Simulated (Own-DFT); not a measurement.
## Calculated data, Hf₃₆O₇₁ (tetragonal hafnia with one neutral oxygen vacancy, atoms displaced)

All values are calculated (Own-DFT development build). A calculation, not a measurement: plane-wave PBE and HSE06 DFT by an unreviewed code, no spin, of a simulated cell at Gamma alone, so results move with cell size and shape, stress positive in tension, energies less offsets, not probed for a lower state with spin; hafnium file: forces about 75 meV/angstrom off all-electron values; oxygen file: force components 24 meV/angstrom off all-electron in a glass; k mesh not checked against a denser one; forces and stress are PBE's, HSE06 gives the energy alone, and its difference from PBE has offsets of its own; offsets are fitted by least squares, one for each functional and potential file, so energies compare only between cells with the same atoms and settings and are not formation energies; the far tail of each file's local potential was reset to the Coulomb form; each entry is a single point on an unrelaxed cell, so the pressure reflects the starting lattice, taken from the Materials Project, from which strain is counted, and rises with the displacements; printed positions are rounded, which can move forces by about a meV/angstrom; the program is a retired in-house code; no spin-orbit coupling.

Common to all runs: first functional PBE; second functional HSE06; exact exchange share 0.25; screening 0.11 1/bohr; exchange divergence Gygi-Baldereschi; potential files PseudoDojo norm-conserving, scalar-relativistic, made for PBE, standard set; wave cutoff 48 hartree; occupations fixed; k mesh 1 x 1 x 1 centred on Gamma.

(1) 
```xyz
107
Lattice="10.7800 0.0000 0.0000 0.0000 10.7800 0.0000 0.0000 0.0000 10.4493" Properties=species:S:1:pos:R:3:force_x:R:1:force_y:R:1:force_z:R:1 formula=Hf36O71 PBE_energy_of_cell_above_offsets=-100.425 HSE06_less_PBE_above_offsets=-0.124 PBE_pressure=0.67 PBE_stress_xx=0.09 PBE_stress_yy=-1 PBE_stress_zz=-1.1 PBE_stress_yz=0.54 PBE_stress_xz=-0.31 PBE_stress_xy=-0.07
Hf     0.0154    10.7553     0.0295     -0.569      0.264     -0.766
Hf     1.7297     1.7708     2.5699      2.011      1.074       0.19
O     10.7706     1.7660     1.5550     -0.205     -0.162      0.463
O      1.7399    10.7793     3.6374     -0.208      0.384     -0.105
O     10.7525     1.8318     4.2337      0.016     -1.059     -1.044
O      1.8097    10.7437     1.0201      -0.12       0.55      0.133
Hf    10.7610     0.0290     5.2105      0.783     -0.799      0.643
Hf     1.7442     1.7591     7.8602      1.627      1.211     -0.852
O      0.0268     1.8178     6.8035     -0.702     -0.231     -0.272
O      1.7720     0.0320     8.8517     -0.088     -0.961      0.483
O     10.7708     1.8463     9.4462      0.041     -1.165     -0.561
O      1.8409     0.0237     6.2411     -0.959     -0.208      -0.08
Hf     0.0115     3.6505    10.3398     -0.253     -0.192      1.712
Hf     1.8244     5.4159     2.6281      -0.08     -0.294     -0.932
O      0.0477     5.4384     1.5757     -0.468     -0.692      0.379
O      1.8287     3.6006     3.6477     -0.425      -0.61     -0.385
O      0.0572     5.4344     4.1966     -0.138     -1.667     -0.121
O      1.7685     3.5584     1.0053      0.013       -0.1     -0.287
Hf     0.0165     3.5508     5.1981       0.06      1.918      1.102
Hf     1.7524     5.4500     7.8174      0.829     -0.537     -0.137
O      0.0164     5.4200     6.8206     -0.892     -0.315     -0.153
O      1.8010     3.5890     8.8044      0.024      0.185      0.269
O     10.7555     5.3831     9.4471      0.415      1.078     -0.802
O      1.8380     3.5903     6.2286     -1.392      0.039     -0.204
Hf    10.7621     7.2102     0.0210      1.474     -1.194     -0.118
Hf     1.7656     9.0161     2.6280      1.512     -1.039     -0.131
O      0.0929     8.9968     1.5610     -2.057      0.234     -0.009
O      1.8167     7.1757     3.6214      0.031      0.711      0.562
O      0.0113     9.0073     4.2345     -0.128     -0.071     -0.591
O      1.8167     7.1876     1.0621     -0.019     -0.033      -0.55
Hf    10.7515     7.1499     5.1594     -0.134      0.531      1.025
Hf     1.8138     8.9915     7.8038     -0.687     -0.582      0.644
O      0.0053     8.9394     6.8174      0.074      0.678      0.098
O      1.8134     7.1848     8.8534     -0.013      0.153     -0.113
O      0.0377     8.9188     9.4152     -0.381      1.616      0.054
O      1.7501     7.1722     6.2706      0.685       0.27     -0.567
Hf     3.5847     0.0286     0.0070       0.75     -0.811      0.181
Hf     5.3774     1.7624     2.6091      0.337       1.28      0.287
O      3.6185     1.8281     1.5635      -0.85     -0.554      0.399
O      5.4491     0.0026     3.6010     -0.493     -0.516      0.299
O      3.5912     1.7433     4.1966      0.144      0.182      -0.13
O      5.4027    10.7472     1.0705     -0.411      0.358     -0.785
Hf     3.6210    10.7167     5.2128     -0.226      1.382     -0.415
Hf     5.3699     1.7968     7.7902     -0.077      1.031      0.514
O      3.6165     1.8474     6.7828     -0.701     -0.719      0.973
O      5.4011     0.0248     8.8655     -0.044     -0.555     -0.241
O      3.6120     1.7661     9.4805     -0.211      0.386     -0.802
O      5.3932     0.0139     6.1830       0.07     -0.511      0.844
Hf     3.5748     3.6037    10.4066      0.796     -0.041      1.025
Hf     5.4307     5.4146     2.6558      0.047     -0.164     -0.772
O      3.6060     5.3578     1.6068     -0.157     -0.107      0.165
O      5.4182     3.6565     3.6702      0.002     -1.079     -0.306
O      3.6279     5.3719     4.2352     -0.081      1.765     -0.867
O      5.4254     3.6070     1.0157     -0.534      0.039     -0.046
Hf     3.5544     3.6512     5.1826      0.476     -1.945      0.611
Hf     5.3832     5.4197     7.8155     -0.587     -0.582      0.294
O      3.5715     5.3967     6.7504      0.322      0.232      0.842
O      5.3860     3.6219     8.8919     -0.182     -0.097     -1.059
O      3.6089     5.3770     9.4159     -0.041       0.42     -0.311
O      5.3533     3.5510     6.2514      0.451      0.583      0.325
Hf     3.6101     7.1599    10.4429     -0.808     -0.143      0.395
Hf     5.3561     9.0168     2.5591      0.396     -0.193      0.398
O      3.5925     8.9788     1.5923      -0.55      0.332     -0.014
O      5.4545     7.2626     3.6297      -0.35     -0.961      0.117
O      3.5940     8.9500     4.1580     -0.088       0.67      0.345
O      5.3301     7.1356     1.0223      1.477       0.32      -0.06
Hf     3.5574     7.2043     5.2196     -0.127     -0.738      0.208
Hf     5.3779     9.0033     7.8470      0.155     -0.185      0.225
O      3.5636     8.9787     6.7995      0.778      0.058     -0.207
O      5.3756     7.2210     8.8683       0.26      -0.34     -0.487
O      3.5874     8.9333     9.4351      0.021      1.401     -0.318
O      5.3619     7.1840     6.2400       0.29      0.071      0.062
Hf     7.1880     0.0148     0.0204     -0.025      0.796     -0.323
Hf     9.0311     1.7886     2.6259     -1.667      0.745     -0.516
O      7.1963     1.8079     1.5558      0.563      0.055      0.813
O      8.9644    10.7667     3.5974      0.572      0.037      0.825
O      7.1669     1.7591     4.2494      0.298      0.598     -0.125
O      8.9732     0.0300     1.0661       0.65     -0.677     -0.389
Hf     7.2128    10.7764     5.2558      -0.53      0.202     -0.961
Hf     9.0067     1.8060     7.8231      -0.88      0.555      0.499
O      7.1766     1.7878     6.7939       0.43      -0.21      0.549
O      8.9755     0.0353     8.8888      0.238     -0.608      -0.19
O      7.1581     1.8742     9.4543      0.374     -1.201     -0.353
O      8.9847    10.7418     6.2790      0.553      0.292     -0.221
Hf     7.1989     3.6303    10.4469     -0.182     -0.206      0.653
Hf     8.9958     5.3291     2.5782      0.021      0.464      0.112
O      7.2248     5.3779     1.5718      0.074     -0.076       0.14
O      8.9694     3.5967     3.6882      0.505     -0.303     -0.952
O      7.2252     5.4194     4.1393     -0.345     -0.004      0.784
Hf     7.1411     3.6339     5.2971      0.029      -0.44     -1.406
Hf     8.9389     5.4252     7.7922      0.887     -0.159      0.213
O      7.2200     5.3661     6.7306     -1.311      0.206      0.655
O      8.9808     3.6436     8.8021      0.084     -0.578      0.527
O      7.1683     5.4112     9.4634     -0.011      0.505     -0.995
O      8.9487     3.5948     6.2796       1.02     -0.254     -0.469
Hf     7.2099     7.2310    10.4279     -0.371     -0.768      0.598
Hf     9.0068     9.0119     2.5989     -0.701     -0.959      0.108
O      7.1688     9.0127     1.5658      0.937     -0.517     -0.135
O      9.0015     7.1622     3.6429      0.293      0.917     -0.524
O      7.1749     8.9784     4.1539      0.683      0.508      0.655
O      9.0459     7.1333     0.9780     -1.392      0.889      0.836
Hf     7.1587     7.2318     5.1992      0.282     -0.436     -0.523
Hf     9.0100     8.9620     7.8232      0.066     -0.001      0.441
O      7.2076     8.9510     6.8348     -0.499      0.094     -0.175
O      8.9852     7.1638     8.9014     -0.253      0.583     -0.558
O      7.1858     8.9798     9.4183      0.036      0.508     -0.034
O      8.9944     7.1704     6.2686     -0.353      0.188     -0.225
```

Units: PBE_energy_of_cell_above_offsets, HSE06_less_PBE_above_offsets in eV; PBE_pressure, PBE_stress_xx, PBE_stress_yy, PBE_stress_zz, PBE_stress_yz, PBE_stress_xz, PBE_stress_xy in GPa; force_x, force_y, force_z in eV/Å.

(2) 
```xyz
107
Lattice="10.7800 0.0000 0.0000 0.0000 10.7800 0.0000 0.0000 0.0000 10.4493" Properties=species:S:1:pos:R:3:force_x:R:1:force_y:R:1:force_z:R:1 formula=Hf36O71 PBE_energy_of_cell_above_offsets=-87.304 HSE06_less_PBE_above_offsets=0.489 PBE_pressure=6.46 PBE_stress_xx=-5.78 PBE_stress_yy=-7.12 PBE_stress_zz=-6.47 PBE_stress_yz=-2.23 PBE_stress_xz=-2.35 PBE_stress_xy=-0.44
Hf     0.0329     0.1449    10.3502      2.491     -1.186      2.205
Hf     1.7069     2.0606     2.5810      3.492     -7.612     -1.298
O      0.1052     1.7440     1.6069     -4.172      -0.56     -1.242
O      1.7835     0.0387     3.6809      -0.55       -1.2       -0.5
O      0.0849     1.8010     4.1431     -0.894      0.521      1.523
O      1.8946     0.0811     1.0579     -1.205     -0.608      -1.59
Hf     0.0347    10.6539     5.2449     -0.133      4.437      0.829
Hf     1.6978     1.7845     7.6905      6.126      0.893      4.452
O      0.1050     1.8257     6.8902     -5.668     -0.012       -2.5
O      1.7186    10.6960     8.8248     -0.949      3.461       0.47
O     10.7736     1.9292     9.5211     -0.515     -3.119     -2.499
O      1.8625     0.0539     6.1706     -2.844     -0.672      2.145
Hf    10.7310     3.5514     0.1018      1.807      3.352      -0.61
Hf     1.7267     5.3110     2.6513      2.796      2.326     -2.655
O      0.0414     5.3351     1.5276     -1.175      0.603       2.05
O      1.7499     3.5334     3.6116     -0.706      5.074      3.331
O      0.0312     5.3929     4.1572     -0.329     -0.047      -0.65
O      1.7696     3.4989     1.0246      0.885      0.461       0.68
Hf    10.7796     3.6668     5.1179       0.12      -3.03       0.53
Hf     1.7500     5.3651     7.7568      1.259      0.568      2.863
O      0.0139     5.4068     6.7091     -1.766     -0.306     -0.251
O      1.7796     3.6620     8.8783      0.041     -0.902     -1.321
O      0.0005     5.3588     9.5765     -1.171      0.693      -1.86
O      1.8727     3.6786     6.2345     -2.961     -0.577      0.083
Hf    10.6941     7.3081     0.0025      4.403     -3.701     -1.364
Hf     1.6903     8.9944     2.6701      6.614      1.615      1.418
O      0.2182     9.0158     1.6352      -6.95     -0.179     -2.251
O      1.6927     7.2306     3.6025     -0.422     -1.505      1.386
O     10.7461     9.0437     4.3740     -0.672     -4.115     -3.335
O      1.9164     7.1541     1.1050     -1.569      0.812     -0.102
Hf    10.6999     7.0748     5.1626      1.453      1.865      1.812
Hf     1.6868     9.1053     7.7727      4.037      -3.37      2.407
O      0.1161     9.0603     6.8047     -4.111      0.324     -1.051
O      1.8363     7.1333     8.9814      0.008       0.39     -1.849
O      0.1165     8.9454     9.4992     -0.997      2.512     -0.808
O      1.7951     7.1597     6.2308     -1.701     -0.206     -0.466
Hf     3.7252     0.0070     0.0590      -3.72       0.83     -1.631
Hf     5.4638     1.8275     2.5618     -2.514     -0.584      1.881
O      3.7142     1.7545     1.6428     -0.888      1.325     -0.123
O      5.3835    10.6955     3.6037      0.512      1.528      0.427
O      3.4844     1.7574     4.2105      0.966      1.393       0.09
O      5.2696     0.0457     1.0809      5.362      0.114      0.722
Hf     3.4759    10.7682     5.1679      3.204      0.948     -0.975
Hf     5.3913     1.8154     7.7994     -1.222     -2.171     -0.852
O      3.5029     1.6905     6.7770      1.138      1.293      0.537
O      5.3984     0.0166     8.9335      0.836       0.24     -0.562
O      3.6412     1.8379     9.4279      0.054      -1.17     -0.048
O      5.3287     0.1055     6.3060      0.591     -0.985     -0.736
Hf     3.6425     3.5737     0.0064     -2.143      0.672      0.142
Hf     5.4204     5.3988     2.7313     -2.454     -3.424      -3.97
O      3.6212     5.3828     1.5786      -0.98      -0.28      1.672
O      5.5358     3.6414     3.5909      0.294     -2.349      1.004
O      3.5378     5.2528     4.1808      -0.15      1.888      0.069
O      5.3178     3.7043     1.1032      2.529     -1.111     -0.992
Hf     3.5999     3.5689     5.3140     -0.219      -1.09      -2.09
Hf     5.3666     5.4321     7.8669     -2.323      0.133     -0.298
O      3.5445     5.3477     6.7291      1.019      1.067      1.549
O      5.2674     3.6031     8.8663      2.239      0.045      0.046
O      3.6844     5.3386     9.5589      0.598      1.811     -1.517
O      5.2951     3.6685     6.1620      3.024     -0.827      1.697
Hf     3.6005     7.3259     0.0397     -0.719      -1.85     -0.092
Hf     5.3408     8.9612     2.6365      0.851       -0.1     -0.401
O      3.7231     9.0279     1.6153     -2.497     -0.526     -1.021
O      5.4637     7.0645     3.4075     -0.003      5.719      4.268
O      3.5339     8.9470     4.1823      0.623     -0.951      0.375
O      5.4397     7.1768     1.0142     -0.117      0.391     -0.773
Hf     3.4730     7.1829     5.2170      1.131     -0.541      0.215
Hf     5.3651     8.9149     7.8573     -1.033      1.733      -0.15
O      3.5562     8.9113     6.8757      0.204     -0.293     -1.102
O      5.4868     7.2099     8.9314      -0.16     -0.961     -1.136
O      3.6787     9.0708     9.3394      0.178     -0.746      1.199
O      5.4244     7.1715     6.1919      0.031      0.159     -0.214
Hf     7.1251     0.0036    10.4034     -1.055      -1.39      0.328
Hf     8.8842     1.6833     2.5837      3.282      1.824      0.451
O      7.2301     1.8415     1.5956     -1.622       0.13     -1.121
O      8.9363     0.0401     3.6808      0.504     -1.407     -0.425
O      7.1698     1.7687     4.3869      0.299     -0.765     -3.573
O      8.9428     0.0835     1.0317      1.246     -0.783     -0.378
Hf     7.2283    10.6893     5.1940     -1.148      3.362      3.618
Hf     8.9787     1.7764     7.8653     -1.125      -0.43     -1.493
O      7.1966     1.7372     6.6823      0.459      0.649      2.657
O      8.8825    10.6917     8.7809      1.208      3.239      1.582
O      7.2327     1.7416     9.3720     -0.642      1.309      0.386
Hf     6.9957     3.6202    10.4031      1.725     -0.803      0.535
Hf     8.9129     5.4792     2.5313      1.205     -2.552     -0.322
O      7.1791     5.4743     1.6320      0.658       -0.5     -1.102
O      9.0333     3.5835     3.5831     -0.529      0.567       0.49
O      7.1833     5.4526     4.1739      1.096     -1.046      0.946
O      9.0475     3.5607     1.0019     -3.402       0.17      0.577
Hf     7.2777     3.4989     5.1870     -2.679      1.387     -0.039
Hf     8.9502     5.2721     7.7302      0.503      0.895      2.359
O      7.1198     5.2792     6.9177      1.276       0.26     -0.618
O      8.8790     3.4857     8.8107      0.064      2.111     -0.082
O      7.2349     5.4128     9.5140     -0.298     -2.704     -1.523
O      8.9132     3.5049     6.2693      2.781      1.006      0.036
Hf     7.1782     7.0740    10.4325     -0.998       3.12      0.823
Hf     9.0567     9.0075     2.5133     -1.893      1.007      0.491
O      7.1795     9.0659     1.6175      1.298      0.024      0.618
O      8.8963     7.1565     3.6632      1.341      1.522     -0.473
O      7.2775     9.0991     4.2863      0.044      -5.21     -2.047
O      9.0227     7.2154     0.9451     -1.425      0.527      2.953
Hf     7.2847     7.1883     5.1550     -1.657      0.683      1.095
Hf     8.8557     9.0347     7.8824      1.816     -3.065     -0.822
O      7.2288     9.0409     6.8914     -1.859      0.471     -1.314
O      8.9175     7.2350     8.8918      0.585     -1.164     -0.534
O      7.1719     8.9723     9.4640      0.147      0.409      0.177
O      8.9534     7.2589     6.3470      0.473     -1.174     -1.453
```

Units: PBE_energy_of_cell_above_offsets, HSE06_less_PBE_above_offsets in eV; PBE_pressure, PBE_stress_xx, PBE_stress_yy, PBE_stress_zz, PBE_stress_yz, PBE_stress_xz, PBE_stress_xy in GPa; force_x, force_y, force_z in eV/Å.
